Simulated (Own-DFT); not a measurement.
Simulation results for Hf36O71 (tetragonal hafnia with one neutral oxygen vacancy, atoms displaced)

A calculation, not a measurement: plane-wave PBE and HSE06 DFT by an unreviewed code, no spin, of a simulated cell at Gamma alone, so results move with cell size and shape, stress positive in tension, energies less offsets, not probed for a lower state with spin; hafnium file: forces about 75 meV/angstrom off all-electron values; oxygen file: force components 24 meV/angstrom off all-electron in a glass; k mesh not checked against a denser one; forces and stress are PBE's, HSE06 gives the energy alone, and its difference from PBE has offsets of its own; offsets are fitted by least squares, one for each functional and potential file, so energies compare only between cells with the same atoms and settings and are not formation energies; the far tail of each file's local potential was reset to the Coulomb form; each entry is a single point on an unrelaxed cell, so the pressure reflects the starting lattice, taken from the Materials Project, from which strain is counted, and rises with the displacements; printed positions are rounded, which can move forces by about a meV/angstrom; the program is a retired in-house code; no spin-orbit coupling. Program: Own-DFT development build.

Common to all runs: first functional PBE; second functional HSE06; exact exchange share 0.25; screening 0.11 1/bohr; exchange divergence Gygi-Baldereschi; potential files PseudoDojo norm-conserving, scalar-relativistic, made for PBE, standard set; wave cutoff 48 hartree; occupations fixed; k mesh 1 x 1 x 1 centred on Gamma.

(1) Hf36O71 (tetragonal hafnia with one neutral oxygen vacancy, atoms displaced)

```xyz
107
Lattice="10.7800 0.0000 0.0000 0.0000 10.7800 0.0000 0.0000 0.0000 10.4493" Properties=species:S:1:pos:R:3 Hf36O71
Hf     0.0097    10.7542     0.0443
Hf     1.8403     1.8590     2.6446
O      0.0249     1.7653     1.6321
O      1.7916    10.7704     3.6335
O      0.0072     1.7808     4.2155
O      1.8147     0.0552     1.0266
Hf    10.7788    10.7702     5.2361
Hf     1.7655     1.8220     7.8782
O      0.0142     1.7950     6.8184
O      1.7625     0.0191     8.8487
O     10.7387     1.8234     9.3717
O      1.7382    10.7504     6.2506
Hf    10.7701     3.6067    10.4384
Hf     1.8310     5.4115     2.5761
O      0.0125     5.3522     1.5914
O      1.7781     3.5576     3.6072
O     10.7582     5.4181     4.1828
O      1.7554     3.6217     1.0545
Hf     0.0135     3.5865     5.2410
Hf     1.8024     5.3826     7.8395
O      0.0369     5.3813     6.8602
O      1.8128     3.5924     8.8572
O      0.0279     5.3895     9.5069
O      1.7696     3.6271     6.2331
Hf    10.7321     7.1499    10.4421
Hf     1.7596     8.9956     2.5949
O     10.7729     8.9695     1.6053
O      1.8197     7.2274     3.6407
O     10.7719     8.9532     4.2406
O      1.7828     7.1862     1.0193
Hf     0.0299     7.1543     5.2094
Hf     1.7829     8.9609     7.8037
O     10.7310     8.9248     6.8367
O      1.7792     7.1633     8.8563
O     10.7631     8.9832     9.4209
O      1.8234     7.2091     6.3076
Hf     3.5932     0.0298    10.4482
Hf     5.3719     1.7566     2.6107
O      3.5678     1.8338     1.5631
O      5.4164    10.7414     3.6232
O      3.5653     1.7866     4.1934
O      5.4107    10.7581     1.0231
Hf     3.5814    10.7572     5.2263
Hf     5.3740     1.7615     7.8540
O      3.5938     1.8173     6.8034
O      5.3936    10.7256     8.8352
O      3.5774     1.7830     9.4308
O      5.4503    10.7242     6.2460
Hf     3.5722     3.6776     0.0474
Hf     5.3552     5.3978     2.6499
O      3.6346     5.3833     1.5568
O      5.4185     3.5646     3.5577
O      3.5933     5.3487     4.1627
O      5.3671     3.6102     1.0055
Hf     3.6148     3.5933     5.2552
Hf     5.3432     5.3895     7.8324
O      3.6028     5.4144     6.8198
O      5.4548     3.6218     8.8580
O      3.6293     5.4397     9.4523
O      5.3712     3.5796     6.2947
Hf     3.5627     7.1997    10.4491
Hf     5.3845     8.9774     2.6007
O      3.6025     8.9720     1.6131
O      5.4106     7.2104     3.6729
O      3.5958     8.9838     4.2196
O      5.4439     7.1540     1.0166
Hf     3.5852     7.1657     5.2308
Hf     5.4095     8.9995     7.8464
O      3.6268     8.9358     6.8350
O      5.3487     7.1805     8.8459
O      3.5708     8.8965     9.4368
O      5.3890     7.1277     6.2767
Hf     7.1570     0.0149    10.4296
Hf     9.0069     1.8186     2.5607
O      7.2248     1.7740     1.5461
O      8.9831     0.0657     3.6688
O      7.2212     1.7700     4.2750
O      8.9886    10.7549     1.0667
Hf     7.1329     0.0050     5.2353
Hf     8.9496     1.8702     7.8148
O      7.2024     1.7885     6.8156
O      8.9849     0.0280     8.8521
O      7.2021     1.7640     9.3957
O      8.9618     0.0205     6.2738
Hf     7.1771     3.5999    10.4244
Hf     8.9959     5.4138     2.5579
O      7.1930     5.3749     1.6170
O      8.9636     3.6073     3.5804
O      7.2003     5.3600     4.2350
O      9.0016     3.6038     1.0877
Hf     7.1960     3.6084     5.2024
Hf     9.0208     5.3941     7.9030
O      7.1852     5.3954     6.8018
O      8.9476     3.5655     8.8407
O      7.1480     5.3709     9.4064
O      8.9575     3.5942     6.2557
Hf     7.1926     7.1814    10.4491
Hf     8.9529     8.9668     2.6006
O      7.1861     8.9757     1.5633
O      8.9756     7.1201     3.6009
O      7.1965     8.9411     4.1867
O      8.9844     7.2031     0.9985
Hf     7.1705     7.1881     5.1898
Hf     9.0004     8.9693     7.8287
O      7.2155     8.9774     6.8301
O      8.9903     7.1955     8.8738
O      8.9936     7.1993     6.2037
```

- PBE energy of cell above offsets: -100.767 eV
- HSE06 less PBE above offsets: -0.134 eV
- PBE pressure: 0.83 GPa
- PBE stress xx: -0.17 GPa
- PBE stress yy: -0.83 GPa
- PBE stress zz: -1.5 GPa
- PBE stress yz: -0.16 GPa
- PBE stress xz: -0.07 GPa
- PBE stress xy: 0 GPa

Force:
```
element  x (eV/Å)  y (eV/Å)  z (eV/Å)
     Hf    -0.623     0.506    -0.816
     Hf    -1.013    -1.642    -0.331
      O     0.165     0.177    -0.667
      O     0.217      0.06    -0.023
      O     0.194     0.644      0.35
      O     0.149    -0.669    -0.243
     Hf    -1.469      0.33    -0.314
     Hf    -0.151    -0.817    -0.415
      O    -0.077     0.442    -0.127
      O     0.355    -0.453     0.086
      O     0.479     -0.02     1.056
      O     1.463    -0.251     0.073
     Hf    -0.278    -1.178     0.855
     Hf    -0.755    -0.105     0.423
      O     0.259     0.589    -0.082
      O     0.099     1.759     0.621
      O     0.636    -0.812     0.349
      O     0.674     0.116    -0.418
     Hf    -0.913    -0.436    -0.733
     Hf     0.391     0.456      0.01
      O    -0.622     0.048     0.007
      O     0.089     0.559     0.396
      O     -0.49    -0.472    -1.186
      O     0.977     0.017      0.05
     Hf     0.846     1.487     0.141
     Hf     0.444     0.323     0.442
      O     0.027     0.151    -0.199
      O     0.134    -0.866    -0.057
      O    -0.004     0.085    -0.409
      O    -0.165    -0.298     0.212
     Hf    -0.683     0.625     0.484
     Hf    -0.099     0.166     0.524
      O     1.267     0.175    -0.239
      O    -0.155    -0.057      0.06
      O     0.267    -0.266     0.483
      O    -0.274    -0.241    -0.746
     Hf    -0.422    -0.767    -0.111
     Hf     0.733     0.295    -0.531
      O     0.888    -0.175      0.22
      O     -0.26     0.629     0.185
      O     0.465     0.021     0.147
      O    -0.817     0.388    -0.072
     Hf    -0.463    -0.161     0.222
     Hf     0.621     1.103    -0.259
      O    -0.224    -0.375     0.132
      O      0.07      0.84     0.793
      O     0.463     0.549     0.058
      O    -2.041     0.401     0.369
     Hf     0.364    -0.904    -0.491
     Hf     1.396     0.089    -0.546
      O    -0.885    -0.044     0.292
      O    -0.264    -0.078     0.826
      O     0.027     0.367     0.212
      O     0.343    -0.212    -0.179
     Hf    -0.174    -0.555     0.086
     Hf      1.73     0.489    -0.062
      O    -0.941    -0.426    -0.449
      O    -0.559    -1.119     0.087
      O    -0.398    -0.982    -0.408
      O     0.027     0.045     -0.89
     Hf     0.908     0.251     0.215
     Hf     0.348    -0.423    -0.113
      O    -0.312    -0.034    -0.106
      O     -0.39    -0.569    -0.332
      O     0.143    -0.049     0.244
      O    -0.951     0.136       0.2
     Hf     0.563     0.582     0.344
     Hf     0.416    -1.626    -0.291
      O    -0.636     0.567    -0.302
      O     0.728     0.374     0.179
      O    -0.232     2.013    -0.037
      O    -0.153     0.254    -0.789
     Hf     1.465    -0.758    -0.033
     Hf    -0.047    -0.399     1.022
      O    -1.135     0.182     0.395
      O      0.09     -1.37    -0.732
      O    -0.752     0.639    -0.838
      O    -0.127    -0.099    -0.642
     Hf     2.479     -0.29    -0.273
     Hf     0.551    -2.198     -0.39
      O    -1.282     0.074     0.208
      O    -0.384    -0.623     0.175
      O    -0.514     0.603     0.263
      O     0.331    -0.266     -0.44
     Hf    -0.276    -0.215     0.465
     Hf    -0.251    -1.145     0.736
      O    -0.395    -0.049    -0.198
      O     0.111    -0.034     0.699
      O    -0.548     0.581    -0.528
      O    -0.016    -0.096    -1.648
     Hf     0.143    -0.272     0.571
     Hf    -1.563     0.094    -1.605
      O     0.429    -0.143     0.756
      O     0.224     1.579         1
      O     0.746     0.551     0.513
      O     0.812     0.053    -0.174
     Hf    -0.679     0.459    -0.529
     Hf    -0.035     0.999     0.881
      O    -0.081    -0.101    -0.098
      O    -0.072     1.285    -0.056
      O     0.172     0.795    -0.184
      O    -0.118    -0.229     0.275
     Hf     0.342    -0.701     1.063
     Hf    -0.435     1.243      0.16
      O    -0.581    -0.278     0.466
      O    -0.169    -0.507     0.171
      O     0.099    -0.388       0.1
```

(2) Hf36O71 (tetragonal hafnia with one neutral oxygen vacancy, atoms displaced)

```xyz
107
Lattice="10.7800 0.0000 0.0000 0.0000 10.7800 0.0000 0.0000 0.0000 10.4493" Properties=species:S:1:pos:R:3 Hf36O71
Hf     0.1624     0.0202    10.3450
Hf     1.7505     1.7086     2.6113
O      0.0065     1.6479     1.6262
O      1.8732    10.6709     3.4676
O     10.7047     1.8801     4.2669
O      1.8687    10.7701     1.1151
Hf    10.7116     0.1152     5.1771
Hf     1.7571     1.7793     7.8262
O      0.0126     1.8783     6.8726
O      1.6966     0.0411     8.8028
O     10.6353     1.6610     9.5477
O      1.7948     0.0230     6.3260
Hf    10.7475     3.5792     0.0413
Hf     1.7557     5.3961     2.4755
O      0.0290     5.4319     1.6782
O      1.8094     3.6686     3.5861
O     10.7698     5.4112     4.2029
O      1.7230     3.5614     0.9497
Hf    10.6687     3.6850     5.2329
Hf     1.8144     5.3420     7.8318
O     10.7111     5.3926     6.7955
O      1.7847     3.6336     8.8994
O      0.0042     5.4916     9.4849
O      1.7491     3.5136     6.2321
Hf    10.6100     7.0914     0.0339
Hf     1.7771     8.9707     2.6168
O     10.7783     8.9491     1.5669
O      1.8821     7.2045     3.5505
O      0.0275     9.0098     4.1303
O      1.8320     7.2272     0.9627
Hf     0.0878     7.2368     5.2968
Hf     1.7419     8.8597     7.7769
O     10.7509     9.0616     6.7661
O      1.7219     7.2494     8.8856
O     10.6635     9.0765     9.4166
O      1.8129     7.3111     6.2696
Hf     3.5779    10.7773    10.4044
Hf     5.4365     1.7105     2.4326
O      3.4636     1.7146     1.5498
O      5.4047    10.6965     3.6986
O      3.6229     1.7904     4.2755
O      5.3393    10.6772     1.1014
Hf     3.6142    10.7495     5.1955
Hf     5.4271     1.7624     8.0077
O      3.4724     1.6415     6.7891
O      5.4343    10.7233     8.8385
O      3.6983     1.7037     9.4843
O      5.4785     0.0438     6.1243
Hf     3.5218     3.5484    10.2863
Hf     5.3970     5.3035     2.4918
O      3.7539     5.3584     1.5526
O      5.4580     3.6175     3.5989
O      3.5700     5.3797     4.1476
O      5.3327     3.6483     0.9444
Hf     3.5854     3.6228     5.2686
Hf     5.4819     5.3095     7.8908
O      3.6444     5.3742     6.9587
O      5.2950     3.6712     8.8520
O      3.4786     5.3855     9.3717
O      5.2991     3.5248     6.2570
Hf     3.6134     7.2523    10.3363
Hf     5.2317     8.9270     2.3754
O      3.6073     9.0460     1.5482
O      5.3601     7.2039     3.5346
O      3.5611     9.1435     4.1493
O      5.4195     7.1888     0.9030
Hf     3.7740     7.0438     5.1721
Hf     5.3561     8.9093     7.8565
O      5.4083     7.1577     8.9903
O      3.5231     8.9989     9.4465
O      5.3539     7.2278     6.1477
Hf     7.2783    10.7601     0.0213
Hf     8.9366     1.6963     2.7962
O      7.2744     1.8499     1.6252
O      9.0288     0.0408     3.7438
O      7.1104     1.7864     4.2309
O      8.9455    10.6067     1.1728
Hf     7.2486     0.0466     5.0973
Hf     9.0009     1.7032     7.8830
O      7.2169     1.9743     6.7567
O      8.9989    10.7477     8.7438
O      7.1137     1.8822     9.4976
O      8.9562    10.6432     6.2840
Hf     7.2603     3.5191     0.0074
Hf     8.9722     5.2767     2.6564
O      7.1516     5.4908     1.6131
O      8.9318     3.5039     3.6285
O      7.0927     5.3198     4.1004
O      9.0242     3.6316     1.0386
Hf     7.0855     3.7061     5.1314
Hf     9.0401     5.3546     8.0476
O      7.1836     5.5631     6.8397
O      9.0742     3.5242     8.8585
O      7.0772     5.4573     9.3398
O      8.8048     3.5756     6.2315
Hf     7.2061     7.1972     0.0143
Hf     8.9632     9.0333     2.5804
O      7.1956     9.0347     1.5639
O      8.9980     7.2746     3.6571
O      7.3112     8.9946     4.2780
O      8.8683     7.2752     1.0619
Hf     7.0139     7.3976     5.2066
Hf     9.0419     8.9380     7.8958
O      7.1904     9.0232     6.8434
O      8.9237     7.2059     8.8377
O      7.2252     9.1612     9.3861
O      8.9154     7.0729     6.2708
```

* PBE energy of cell above offsets: -88.707 eV
* HSE06 less PBE above offsets: 0.535 eV
* PBE pressure: 5.16 GPa
* PBE stress xx: -3.36 GPa
* PBE stress yy: -7 GPa
* PBE stress zz: -5.12 GPa
* PBE stress yz: 2.22 GPa
* PBE stress xz: -1.47 GPa
* PBE stress xy: -0.26 GPa

Force:
```
element  x (eV/Å)  y (eV/Å)  z (eV/Å)
     Hf    -0.163    -3.297     3.759
     Hf     1.165     1.032     0.646
      O    -1.263     0.714     0.226
      O     -1.03     3.648     2.684
      O     0.494     -0.43    -0.721
      O    -0.821    -0.243     -2.56
     Hf     1.071    -2.941     2.159
     Hf     1.197    -0.351    -2.039
      O    -1.517    -0.517    -0.049
      O      0.43    -0.807     1.607
      O    -0.089     4.645      -1.6
      O    -1.062    -0.639    -1.786
     Hf     0.521    -0.981    -0.499
     Hf     3.626     0.489     2.267
      O    -2.774     0.086    -2.219
      O    -0.425    -1.032    -0.502
      O    -0.329     0.132    -0.021
      O     0.602     0.423     0.184
     Hf     0.022     0.293     1.149
     Hf     0.305     1.236    -0.132
      O     1.277    -0.413     1.121
      O    -0.544    -1.499    -0.299
      O    -0.605    -3.316    -1.049
      O     0.231     1.306     0.317
     Hf     2.219     4.973     1.845
     Hf    -0.876    -1.757     -1.05
      O    -0.003    -0.267    -0.044
      O    -0.362    -1.277     0.723
      O     0.292     0.577      1.04
      O    -0.523    -0.848    -0.343
     Hf    -3.467     0.497    -1.569
     Hf     0.827     1.934    -0.699
      O     0.422    -1.223     0.253
      O    -0.018    -1.612    -0.542
      O     0.066    -2.413    -0.326
      O     1.315    -0.693     0.049
     Hf    -0.354     -1.06      1.99
     Hf    -2.234    -0.026     3.292
      O     2.199     0.833     0.013
      O     0.655     0.812    -2.598
      O    -0.378      0.75    -0.927
      O     1.126     1.939    -1.656
     Hf     0.746     1.881     1.441
     Hf    -0.172    -0.182    -4.346
      O     1.656      1.38     2.084
      O    -0.512     0.258     0.411
      O    -0.071     1.677    -1.573
      O    -0.944    -0.297     1.523
     Hf     0.434      1.68      2.29
     Hf     0.602     0.301     2.178
      O    -4.084     0.248    -1.233
      O    -0.704     -1.64    -0.751
      O     0.593    -0.753     0.945
      O     1.526    -1.582    -0.382
     Hf    -0.893     -1.67    -1.376
     Hf     0.439     2.019    -1.329
      O    -0.996     0.408    -2.106
      O     0.028     -2.63     0.993
      O    -0.233     0.385     0.685
      O     0.899     0.813     0.334
     Hf    -0.901    -2.078     1.175
     Hf     3.625      0.64     3.871
      O    -2.945    -0.822    -1.974
      O    -0.212    -0.073     0.866
      O     0.384     -4.14     0.026
      O     -0.81     0.985     1.178
     Hf    -4.294      2.32    -1.977
     Hf      0.83     0.877    -0.898
      O     -0.55     0.989    -2.327
      O     0.317     0.683    -1.344
      O     0.029     0.584     2.954
     Hf    -0.099     -1.17     1.059
     Hf     1.259      1.04    -2.222
      O    -0.588     0.072    -1.076
      O    -0.035    -1.091     0.297
      O     0.733     0.991    -1.873
      O      0.39     2.052    -1.779
     Hf    -2.009    -0.933     2.982
     Hf    -0.852     1.075    -3.039
      O    -0.622    -1.808     2.732
      O    -0.826     1.033     2.174
      O    -0.008    -2.048    -1.078
      O      0.88     1.795    -0.779
     Hf    -1.355     2.989     1.301
     Hf    -1.011     2.738     1.447
      O      2.06    -0.652    -1.523
      O     0.223     1.352     0.295
      O     1.077     2.636     0.107
      O    -0.464     0.623     0.123
     Hf    -0.346    -1.898     2.021
     Hf    -1.749     1.101    -4.791
      O    -0.788    -1.469     0.332
      O     -0.26      0.36     1.414
      O     1.815    -2.093     1.697
      O     2.619     1.042    -0.408
     Hf    -1.244     0.891    -0.584
     Hf     1.039    -1.802     0.885
      O    -1.465    -0.343    -0.205
      O    -0.061    -1.976    -1.071
      O     0.111     1.848    -1.911
      O     1.654    -0.911    -0.269
     Hf     5.247    -3.084      0.22
     Hf    -1.019     0.637    -2.753
      O     -1.24    -1.371     0.378
      O     0.394    -1.211     2.241
      O     0.116    -2.661     0.638
      O     1.402     1.309    -0.415
```
